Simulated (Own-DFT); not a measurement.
Simulation results for Hf36O71 (tetragonal hafnia with one neutral oxygen vacancy, atoms displaced)

Computed with Own-DFT development build. A calculation, not a measurement: plane-wave PBE and HSE06 DFT by an unreviewed code, no spin, of a simulated cell at Gamma alone, so results move with cell size and shape, stress positive in tension, energies less offsets, not probed for a lower state with spin; hafnium file: forces about 75 meV/angstrom off all-electron values; oxygen file: force components 24 meV/angstrom off all-electron in a glass; k mesh not checked against a denser one; forces and stress are PBE's, HSE06 gives the energy alone, and its difference from PBE has offsets of its own; offsets are fitted by least squares, one for each functional and potential file, so energies compare only between cells with the same atoms and settings and are not formation energies; the far tail of each file's local potential was reset to the Coulomb form; each entry is a single point on an unrelaxed cell, so the pressure reflects the starting lattice, taken from the Materials Project, from which strain is counted, and rises with the displacements; printed positions are rounded, which can move forces by about a meV/angstrom; the program is a retired in-house code; no spin-orbit coupling.

Settings shared by all entries: first functional PBE; second functional HSE06; exact exchange share 0.25; screening 0.11 1/bohr; exchange divergence Gygi-Baldereschi; potential files PseudoDojo norm-conserving, scalar-relativistic, made for PBE, standard set; wave cutoff 48 hartree; occupations fixed; k mesh 1 x 1 x 1 centred on Gamma.

(1) Hf36O71 (tetragonal hafnia with one neutral oxygen vacancy, atoms displaced)

```
Hf36O71
1.0
     10.7800     0.0000     0.0000
      0.0000    10.7800     0.0000
      0.0000     0.0000    10.4493
Hf O Hf O Hf O Hf O Hf O Hf O Hf O Hf O Hf O Hf O Hf O Hf O Hf O Hf O Hf O Hf O Hf O Hf O
2 4 2 4 2 4 2 4 2 4 2 4 2 4 2 4 2 4 2 4 2 4 2 4 2 4 2 4 2 4 2 4 2 3 2 4
Direct
  0.00353 0.00012 0.00430
  0.16776 0.16895 0.24469
  0.00001 0.16352 0.14832
  0.16269 0.99344 0.33691
  0.00925 0.16333 0.40041
  0.16560 0.99520 0.09570
  0.00449 0.00596 0.50755
  0.17601 0.16298 0.74845
  0.00241 0.16104 0.65527
  0.16141 0.00870 0.83921
  0.99321 0.17309 0.89989
  0.17271 0.99311 0.59717
  0.00113 0.33352 0.00346
  0.16588 0.49105 0.25239
  0.99394 0.50465 0.14726
  0.16728 0.32930 0.34364
  0.99709 0.50528 0.40697
  0.16277 0.33473 0.09613
  0.99928 0.33437 0.50623
  0.16794 0.50256 0.74313
  0.99809 0.49496 0.64208
  0.16507 0.32827 0.84395
  0.00377 0.50199 0.90276
  0.16805 0.33416 0.59714
  0.99990 0.66733 0.99716
  0.16568 0.83187 0.25092
  0.99978 0.83553 0.16636
  0.16993 0.66292 0.35373
  0.99968 0.83515 0.39236
  0.15975 0.66659 0.09452
  0.00525 0.67252 0.51020
  0.16702 0.84076 0.74905
  0.00272 0.83865 0.65008
  0.17135 0.66524 0.84807
  0.00017 0.83627 0.90517
  0.16620 0.66854 0.60356
  0.34265 0.00347 0.00170
  0.50788 0.17136 0.25334
  0.32947 0.16236 0.14993
  0.50054 0.99904 0.34072
  0.33064 0.16277 0.40244
  0.50184 0.99987 0.09105
  0.33599 0.01234 0.50002
  0.50027 0.16239 0.75627
  0.33539 0.16481 0.65535
  0.50677 0.99824 0.84432
  0.33965 0.16994 0.89961
  0.49230 0.99756 0.59153
  0.33651 0.33906 0.99434
  0.50032 0.50205 0.25209
  0.32482 0.50245 0.13928
  0.50733 0.32847 0.34891
  0.34342 0.49641 0.40614
  0.50385 0.33951 0.10598
  0.32442 0.34222 0.49670
  0.50099 0.49865 0.74943
  0.33109 0.49506 0.65014
  0.49814 0.33617 0.84201
  0.34269 0.49236 0.90314
  0.49532 0.33493 0.60488
  0.33783 0.66569 0.00515
  0.49630 0.83401 0.24586
  0.33713 0.83163 0.14707
  0.50022 0.67182 0.34700
  0.32815 0.83571 0.40392
  0.50762 0.66511 0.10895
  0.33140 0.67259 0.50272
  0.49772 0.83859 0.75697
  0.33882 0.83216 0.65471
  0.50212 0.66452 0.84920
  0.32955 0.83418 0.90657
  0.51051 0.66810 0.59925
  0.67008 0.00043 0.99619
  0.83301 0.16720 0.25241
  0.67374 0.16857 0.15328
  0.82742 0.00196 0.34504
  0.66437 0.17382 0.39537
  0.84179 0.01147 0.09148
  0.66577 0.00787 0.49890
  0.83580 0.16153 0.74566
  0.66539 0.17314 0.65272
  0.83082 0.99995 0.84648
  0.66403 0.16212 0.90619
  0.83448 0.00571 0.59269
  0.66511 0.33243 0.99772
  0.83257 0.50476 0.24672
  0.67428 0.50596 0.14876
  0.83576 0.33592 0.34509
  0.65536 0.50583 0.40441
  0.82119 0.32841 0.09058
  0.66268 0.33160 0.51053
  0.82836 0.50207 0.74654
  0.67163 0.50034 0.64772
  0.83087 0.33250 0.84484
  0.67269 0.49458 0.89679
  0.83299 0.32988 0.58814
  0.67279 0.65616 0.00310
  0.83231 0.83175 0.25247
  0.66584 0.82466 0.15733
  0.83019 0.67189 0.34484
  0.67339 0.83193 0.39767
  0.66161 0.66403 0.50245
  0.82943 0.83989 0.74982
  0.66684 0.84393 0.65220
  0.82821 0.66350 0.85241
  0.66659 0.83727 0.90089
  0.83307 0.66733 0.59614
```

```
PBE energy of cell above offsets : -97.813 eV
HSE06 less PBE above offsets     : 0.026 eV
PBE pressure                     : 2.28 GPa
PBE stress xx                    : -2.55 GPa
PBE stress yy                    : -1.5 GPa
PBE stress zz                    : -2.79 GPa
PBE stress yz                    : 0.56 GPa
PBE stress xz                    : -0.34 GPa
PBE stress xy                    : -0.03 GPa
```

Force:
```tsv
element	x (eV/Å)	y (eV/Å)	z (eV/Å)
Hf	-0.073	1.014	-0.615
Hf	-0.846	-2.244	-0.011
O	0.512	0.91	0.561
O	0.404	1.949	0.872
O	-0.324	0.755	0.729
O	1.273	0.085	-0.54
Hf	0.095	-1.119	-2.221
Hf	-1.461	1.922	0.216
O	0.476	0.13	-0.751
O	0.271	-1.664	1.213
O	0.043	-1.06	0.459
O	-0.251	0.414	0.034
Hf	-1.575	-0.15	-1.387
Hf	-1.229	2.278	-1.147
O	0.593	-0.384	0.769
O	0.463	0.958	0.979
O	0.646	-0.714	-0.409
O	1.074	0.052	0.47
Hf	-0.529	0.507	-1.784
Hf	-1.31	-0.425	1.562
O	0.44	0.244	1.427
O	0.553	1.013	0.138
O	-0.002	-0.363	-0.456
O	-0.387	-0.127	-0.153
Hf	-0.555	-0.359	0.428
Hf	0.004	-0.516	0.014
O	-0.403	-0.287	-2.339
O	0.55	-0.643	-0.128
O	0.19	-0.258	2.657
O	1.375	0.296	0.288
Hf	-1.512	0.12	-2.48
Hf	0.571	-0.991	0.681
O	-0.634	-0.167	0.388
O	0.189	0.162	-0.62
O	0.169	-0.354	-0.493
O	0.735	-0.122	0.267
Hf	-1.887	-0.229	0.491
Hf	-0.21	-0.777	-1.027
O	1.3	0.246	0.011
O	0.146	0.801	0.521
O	-0.059	2.327	-0.565
O	0.754	0.072	0.386
Hf	-0.803	-2.477	-0.834
Hf	-0.104	1.587	-0.91
O	0.54	-0.274	-0.68
O	-0.726	0.731	0.831
O	0.235	-0.749	0.068
O	2.121	0.621	0.931
Hf	-0.478	-1.29	1.287
Hf	0.649	0.322	0.012
O	0.854	-0.155	1.769
O	-0.779	1.312	0.354
O	-0.298	1.461	-1.376
O	-0.76	-0.111	-0.774
Hf	1.793	-2.149	1.042
Hf	-0.059	0.465	-0.386
O	0.499	0.667	-0.06
O	0.446	-1.093	1.117
O	-0.23	2.19	-1.152
O	0.045	0.114	-0.936
Hf	-0.741	0.144	-0.079
Hf	1.278	-0.417	0.732
O	-0.591	-0.244	0.035
O	-0.776	-0.529	0.486
O	0.33	-0.095	0.376
O	-1.279	-0.715	-1.319
Hf	0.807	0.867	-0.64
Hf	0.945	-2.258	-1.099
O	-0.87	-0.686	0.183
O	-0.393	0.296	0.245
O	0.433	0.647	-0.51
O	-2.804	-0.32	0.79
Hf	1.152	-0.705	1.293
Hf	0.708	0.026	-0.582
O	-1.838	-0.543	-0.093
O	-0.112	0.613	0.417
O	0.078	-0.839	1.217
O	-1.893	-0.801	0.361
Hf	0.159	-2.101	-1.312
Hf	0.623	1.272	1.384
O	-0.298	-0.585	-0.252
O	-0.048	0.258	-0.405
O	-0.514	0.973	-0.893
O	-0.391	0.137	0.665
Hf	0.465	-0.462	-0.213
Hf	0.841	0.175	1.228
O	-1.245	0.36	-0.155
O	0.187	0.02	-0.13
O	0.037	-1.523	-0.505
O	2.37	0.416	0.614
Hf	-0.686	0.841	-1.615
Hf	1.308	-0.387	1.041
O	-1.037	-0.477	0.184
O	-0.224	0.01	-1.125
O	-0.761	0.522	0.11
O	0.096	-0.34	1.12
Hf	0.53	1.348	0.099
Hf	-0.373	0.524	0.474
O	0.445	0.466	-1.207
O	0.201	-1.82	-0.507
O	-0.701	0.932	1.658
Hf	1.943	1.624	-1.755
Hf	-0.228	-1.394	0.113
O	-0.218	0.243	0.342
O	0.152	0.875	-0.455
O	0.148	-1.045	0.313
O	0.243	0.224	0.639
```

(2) Hf36O71 (tetragonal hafnia with one neutral oxygen vacancy, atoms displaced)

```
Hf36O71
1.0
     10.7800     0.0000     0.0000
      0.0000    10.7800     0.0000
      0.0000     0.0000    10.4493
Hf O Hf O Hf O Hf O Hf O Hf O Hf O Hf O Hf O Hf O Hf O Hf O Hf O Hf O Hf O Hf O Hf O Hf O
2 4 2 4 2 4 2 4 2 4 2 4 2 4 2 4 2 4 2 4 2 4 2 4 2 4 2 4 2 4 2 4 2 4 2 3
Direct
  0.00399 0.99846 0.99910
  0.16248 0.16474 0.24664
  0.99765 0.16768 0.15208
  0.16765 0.00189 0.34751
  0.99632 0.16729 0.41339
  0.16315 0.00085 0.09894
  0.00199 0.99913 0.49763
  0.16347 0.16821 0.75022
  0.00311 0.17160 0.65529
  0.16823 0.00017 0.84946
  0.99883 0.16803 0.90969
  0.16685 0.00231 0.59759
  0.00198 0.33739 0.00410
  0.16544 0.50191 0.24596
  0.99974 0.49451 0.14938
  0.16938 0.33298 0.34886
  0.99905 0.50436 0.39996
  0.16558 0.33673 0.09433
  0.00163 0.33468 0.50461
  0.16689 0.49854 0.74882
  0.99751 0.50039 0.65233
  0.17190 0.33174 0.84215
  0.99968 0.49871 0.90178
  0.16470 0.32760 0.60077
  0.99940 0.66822 0.00017
  0.16569 0.83830 0.24316
  0.00177 0.83253 0.15126
  0.16662 0.66693 0.35033
  0.00470 0.83280 0.39839
  0.16768 0.66757 0.10092
  0.99784 0.66622 0.50387
  0.15968 0.83747 0.75014
  0.00024 0.83225 0.65119
  0.16404 0.67039 0.84800
  0.00174 0.83322 0.89840
  0.16863 0.66520 0.59692
  0.33438 0.99993 0.99621
  0.49551 0.16518 0.25620
  0.33365 0.17006 0.14899
  0.50079 0.99585 0.34805
  0.33104 0.16829 0.40299
  0.50209 0.00244 0.09131
  0.33004 0.99686 0.50175
  0.49468 0.16645 0.75618
  0.33531 0.16400 0.65373
  0.50624 0.00095 0.84748
  0.33590 0.16314 0.89982
  0.49989 0.00260 0.59416
  0.33487 0.33464 0.00129
  0.49801 0.49942 0.24629
  0.33374 0.50204 0.15449
  0.50222 0.32718 0.34747
  0.33164 0.49747 0.39962
  0.50323 0.33313 0.10275
  0.33339 0.33375 0.50103
  0.50045 0.50464 0.74548
  0.33581 0.49904 0.64942
  0.50198 0.33433 0.84844
  0.32866 0.50398 0.90028
  0.50124 0.32777 0.59594
  0.33667 0.66365 0.99908
  0.49846 0.83309 0.24874
  0.33626 0.82911 0.15572
  0.50008 0.66749 0.34568
  0.33636 0.83265 0.39936
  0.50002 0.67298 0.09889
  0.33509 0.66521 0.49705
  0.49083 0.82840 0.74978
  0.33610 0.83239 0.65422
  0.50055 0.66997 0.84796
  0.33659 0.83311 0.90062
  0.49676 0.66827 0.59682
  0.66492 0.00279 0.00056
  0.83155 0.16672 0.24971
  0.67282 0.16994 0.15203
  0.83465 0.00021 0.34726
  0.66872 0.16068 0.40396
  0.82982 0.00345 0.10255
  0.66923 0.99531 0.49485
  0.83552 0.16609 0.74938
  0.66905 0.16598 0.64594
  0.82964 0.00108 0.84900
  0.66321 0.16656 0.90295
  0.83612 0.00080 0.59427
  0.67173 0.33531 0.00027
  0.83484 0.50200 0.25135
  0.66712 0.49966 0.15697
  0.83895 0.33397 0.34772
  0.67112 0.50000 0.39757
  0.83733 0.32985 0.09885
  0.66751 0.33264 0.50030
  0.83553 0.49909 0.74930
  0.66484 0.49976 0.65256
  0.83354 0.33547 0.84996
  0.66727 0.50223 0.90107
  0.83233 0.33327 0.59726
  0.66536 0.66720 0.00303
  0.82658 0.83618 0.25240
  0.66405 0.83004 0.15725
  0.82442 0.66569 0.35012
  0.66512 0.83686 0.40544
  0.83653 0.67062 0.09936
  0.66972 0.66502 0.49949
  0.83767 0.83275 0.74816
  0.67037 0.83628 0.64850
  0.83364 0.66910 0.85070
  0.66606 0.83391 0.90324
```

```
PBE energy of cell above offsets : -100.664 eV
HSE06 less PBE above offsets     : -0.121 eV
PBE pressure                     : 0.75 GPa
PBE stress xx                    : -1.15 GPa
PBE stress yy                    : 0.18 GPa
PBE stress zz                    : -1.28 GPa
PBE stress yz                    : -0.31 GPa
PBE stress xz                    : -1.07 GPa
PBE stress xy                    : -0.05 GPa
```

Force:
```tsv
element	x (eV/Å)	y (eV/Å)	z (eV/Å)
Hf	-1.87	0.419	0.299
Hf	0.626	0.785	0.733
O	0.768	-0.155	0.544
O	-0.129	0.021	-0.192
O	0.463	-0.063	-0.846
O	1.207	-0.097	-0.004
Hf	-0.667	-0.146	-0.195
Hf	1.079	-0.141	-0.256
O	-0.766	-0.236	0.233
O	-0.287	0.039	0.114
O	0.436	-0.24	-0.639
O	-0.472	-0.445	0.465
Hf	-1.009	-0.471	-0.469
Hf	-0.099	0.334	1.381
O	0.029	0.499	0.064
O	-0.557	0.007	-0.567
O	0.002	-0.24	0.445
O	0.995	-0.118	0.242
Hf	-0.697	0.039	-1.114
Hf	0.308	0.846	0.178
O	0.556	0.338	-0.246
O	-0.013	0.453	0.733
O	0.302	0.468	-0.208
O	0.685	0.719	-0.134
Hf	0.334	-0.113	-0.143
Hf	0.144	-1.339	1.401
O	-0.777	0.224	-0.39
O	0.224	0.057	-0.843
O	-0.405	-0.178	0.618
O	-0.053	-0.25	-0.604
Hf	0.509	0.193	-0.871
Hf	1.279	-0.965	0.097
O	-0.08	-0.334	-0.509
O	0.023	-0.428	-0.309
O	0.053	0.381	0.114
O	-0.402	-0.08	0.18
Hf	0.547	-0.052	0.278
Hf	0.913	-0.262	-0.63
O	-0.612	-0.184	0.195
O	-0.226	0.753	-0.531
O	0.325	-0.667	-0.082
O	-1.02	-0.094	0.883
Hf	1.548	0.519	-0.261
Hf	1.593	-0.209	-1.365
O	-1.069	0.198	0.078
O	-0.775	-0.73	-0.172
O	-0.049	0.758	0.508
O	-0.323	-0.357	-0.058
Hf	0.665	-0.562	-0.228
Hf	0.7	-0.472	1.165
O	-0.008	-0.153	-1.066
O	-0.064	1.322	0.244
O	0.476	0.169	0.225
O	-0.594	0.381	-0.783
Hf	0.101	-0.461	-0.205
Hf	0.159	-0.795	0.639
O	-0.547	-0.228	0.16
O	-0.567	0.83	0.072
O	0.184	-0.71	0.162
O	-0.231	0.637	0.052
Hf	-0.716	1.012	0.306
Hf	-0.139	-0.142	0.775
O	-0.865	0.672	-0.985
O	0.024	-0.557	0.117
O	-0.316	0.11	0.688
O	-0.057	-0.881	-0.333
Hf	-0.806	0.189	-0.715
Hf	2.425	1.777	-0.054
O	-1.986	0.276	-0.626
O	-0.205	-1.302	0.298
O	-0.07	0.012	0.365
O	0.869	-0.246	0.224
Hf	0.803	-0.156	-0.813
Hf	-0.137	0.218	0.265
O	-1.573	-0.005	0.215
O	0.177	-0.359	0.127
O	0.019	1.212	-0.734
O	0.901	-0.715	-0.517
Hf	-0.634	1.417	2.092
Hf	-1.42	-0.053	-0.22
O	0.09	0.269	1.361
O	0.628	-0.097	-0.375
O	0.297	0.71	0.086
O	0.718	-0.03	0.369
Hf	-0.298	-0.675	-0.001
Hf	-0.221	-0.672	0.448
O	0.122	0.245	-0.884
O	-0.257	0.118	-0.092
O	-0.488	-0.247	0.954
O	-0.495	0.541	-0.145
Hf	-0.139	-1.035	-0.286
Hf	-0.844	0.199	0.638
O	0.551	0.556	-0.424
O	-0.12	-0.444	-0.306
O	-0.109	0.139	0.419
O	0.481	0.328	0.354
Hf	0.703	0.695	-0.632
Hf	0.904	-0.149	-0.323
O	0.422	0.079	-0.413
O	0.407	0.842	0.395
O	0.399	-1.885	-1.012
O	-0.482	-0.334	0.025
Hf	0.208	0.323	0.027
Hf	-2.024	0.555	0.425
O	-0.08	-0.96	0.61
O	0.332	-0.487	-0.921
O	0.134	-0.473	0.647
```
